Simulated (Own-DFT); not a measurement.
# Point defects and the pressure they add: C11b WSi2

Everything here is calculated. The program is Own-DFT (plane waves, in-house, since retired, never reviewed by a person); positions were held fixed, and spin and spin-orbit coupling were off.

Settings: PBEsol; PseudoDojo norm-conserving scalar-relativistic files, made for PBE; cutoff 50 hartree; 5 x 5 x 5 k mesh centred on Gamma; cold (Marzari-Vanderbilt) smearing of 0.2 eV.

Limits: forces on such cells failed a check on a denser k mesh; stress not checked against mesh or cutoff.

All runs share one cell, with vectors in Å (-2.148, -5.953, 3.409); (-6.444, 2.976, 1.136); (-2.553, -2.948, -6.757) and a volume of 403.2 Å³. u is the rms random offset of the atoms per axis. The defect's site can differ from row to row.

```
cell,formula,u (Å),P (GPa)
no defect,Si20W10,0.0185,0.30
no defect,Si20W10,0.0186,0.18
no defect,Si20W10,0.0518,2.28
one Si on a W site,Si21W9,0.0300,2.84
one Si on a W site,Si21W9,0.0305,2.06
one Si on a W site,Si21W9,0.0487,3.45
one Si on a W site,Si21W9,0.0507,?
one W on a Si site,Si19W11,0.0301,5.70
one W on a Si site,Si19W11,0.0473,6.55
one W on a Si site,Si19W11,0.0496,6.31
one Si vacancy,Si19W10,0.0285,-0.65
one Si vacancy,Si19W10,0.0286,-0.33
one Si vacancy,Si19W10,0.0397,0.08
```

## Fit

P = P0 + c u² + a shift for each defect gives P0 = 0.09 GPa, c = 743 ± 113 GPa/Å² and a scatter of 0.30 GPa. The shifts, and each times the cell's volume:

- one W on a Si site: 4.71 ± 0.26 GPa, 11.8 eV
- one Si on a W site: 1.65 ± 0.24 GPa, 4.2 eV
- one Si vacancy: -1.18 ± 0.24 GPa, -3.0 eV

Positive is outwards. The product with the volume (160.2 GPa Å³ to the eV) is nearly free of the cell's size; divided by the bulk modulus at the cell's pressure it gives the volume that the defect adds. The atoms around the defects weren't relaxed, which would change these numbers.

## The run left out

Q: what pressure belongs in the blank (one Si on a W site, u = 0.0507 Å)?

The fit gives 3.65 ± 0.37 GPa. DFT gave 3.21 GPa.
